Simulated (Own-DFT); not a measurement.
# How strain changes the stress of wurtzite GaN, 96 atoms (Ga48N48)

Calculated results; nothing here was measured. They come from Own-DFT, an in-house plane-wave density functional program, since retired, whose code no person has reviewed. Each row is one single-point run on a periodic cell that was not relaxed, without spin or spin-orbit coupling.

Settings of every run: PBE; PseudoDojo norm-conserving scalar-relativistic files (stringent for Ga); cutoff 96 hartree; 3 x 4 x 3 k mesh centred on Gamma; Gaussian smearing of 0.01 eV.

Known limits: forces on such cells passed a denser k mesh, each cell not checked; stress not checked against mesh or cutoff.

Unstrained cell vectors in Å: (12.756, 0.000, 0.000); (-4.784, 8.285, 0.000); (0.000, 0.000, 10.370). The unstrained cell has measured lattice constants (interpolated for alloys), not those of this functional. That, the random moves and any unrelaxed bonds set the pressure at no strain. Each run strains this cell uniformly, with the atoms carried along. Every atom was also moved at random, by a Gaussian of width 0.05 Å on each axis. Strain is the symmetric tensor, in per cent. Stress is positive in tension, and the pressure is minus a third of its trace.

```
run,e_xx (%),e_yy (%),e_zz (%),e_yz (%),e_xz (%),e_xy (%),s_xx (GPa),s_yy (GPa),s_zz (GPa),s_yz (GPa),s_xz (GPa),s_xy (GPa),P (GPa),E (meV/atom)
1,-0.45,-1.00,-1.41,-1.44,-1.79,1.54,-11.47,-12.89,-14.79,-3.53,-4.45,5.01,13.05,31.4
2,1.60,1.68,1.92,-0.84,-1.63,1.34,1.69,1.11,3.13,-1.65,-2.91,3.13,-1.97,8.5
3,-1.23,-0.44,0.78,1.76,-0.66,-0.51,-10.60,-10.51,-5.39,3.64,-1.48,-0.60,8.83,14.4
4,-1.95,-1.21,-1.00,-1.32,-1.80,1.88,-18.51,-15.42,-15.97,-2.23,-3.78,7.34,16.63,60.9
5,-0.68,-0.82,0.65,0.84,-1.74,-0.25,-11.61,-11.90,-5.64,2.11,-4.21,-0.52,9.72,35.9
6,-1.40,1.21,-1.66,-0.89,-1.05,-0.52,-15.61,-5.42,-13.12,-2.16,-2.79,-3.68,11.38,40.1
7,0.44,1.62,1.31,0.54,-0.05,1.97,-3.36,0.64,-0.61,1.28,-0.29,5.78,1.11,7.4
8,-0.79,1.20,0.74,1.02,-0.93,-1.20,-8.19,-1.56,-5.16,2.40,-2.19,-2.97,4.97,10.8
9,0.59,-1.50,-1.69,1.87,1.44,1.04,-7.66,-12.78,-18.00,3.31,3.19,3.50,12.81,39.4
10,-1.57,-1.65,0.25,1.25,-0.76,-0.46,-15.26,-16.27,-9.11,2.36,-1.58,-1.10,13.55,32.8
11,-1.25,1.00,0.89,-0.75,-1.80,-0.57,-9.66,-4.29,-4.91,-2.92,-3.21,-1.75,6.29,21.2
12,0.49,0.68,0.95,-1.14,0.86,0.64,-3.65,-3.27,-1.65,-1.71,1.72,1.45,2.86,0.0
13,-0.19,1.44,0.51,0.21,-1.48,1.21,-6.54,0.16,-4.53,0.27,-3.50,2.96,3.64,2.2
14,-1.40,1.26,1.92,0.63,0.06,1.65,-11.57,-1.29,0.91,1.03,0.34,4.15,3.98,11.3
15,-0.09,0.20,0.87,0.40,1.56,2.00,-6.61,-6.41,-4.17,1.15,3.49,4.85,5.73,20.1
16,-0.43,0.88,1.75,1.23,-0.97,1.99,-8.13,-2.25,-0.26,2.59,-2.22,6.59,3.55,22.5
17,-1.39,0.74,1.24,0.35,-1.03,-0.82,?,?,?,?,?,?,?,?
```

E is the free energy for each atom above the lowest run shown.

## Worked fit

Each stress component was fitted by least squares to a constant and the strains of the runs shown, as fractions, with shears doubled. Shear strains stay in the fit of a normal stress only where such slopes are resolved. The slopes, in GPa:

```
stress  at no strain  per e_xx  per e_yy  per e_zz  scatter
  s_xx          -7.6  424 ± 30   66 ± 29  108 ± 28     1.05
  s_yy          -7.3  102 ± 26  434 ± 25   52 ± 24     0.92
  s_zz          -8.0   57 ± 28  115 ± 27  426 ± 26     1.00
```

Each shear stress against twice its own strain: yz 100 ± 9, xz 111 ± 6, xy 157 ± 11 GPa. These are stiffnesses along x, y and z of the frame in which the cell vectors are given, which need not be the crystal's axes. The atoms are held to the strained lattice; where symmetry lets them move under strain, relaxing them would lower some slopes. The table should be nearly symmetric about its diagonal, and what it lacks of that shows the noise. A ninth of its sum, 198 ± 4 GPa, estimates the bulk modulus near the mean pressure of these runs, 7.3 GPa, so it lies above the value at zero pressure.

## Withheld run

Question: what normal stresses and pressure should run 17 give?

The fit gives s_xx = -11.7, s_yy = -4.9, s_zz = -2.7 and P = 6.4 GPa. The calculation gave -11.48, -6.10, -1.48 and P = 6.36 GPa.
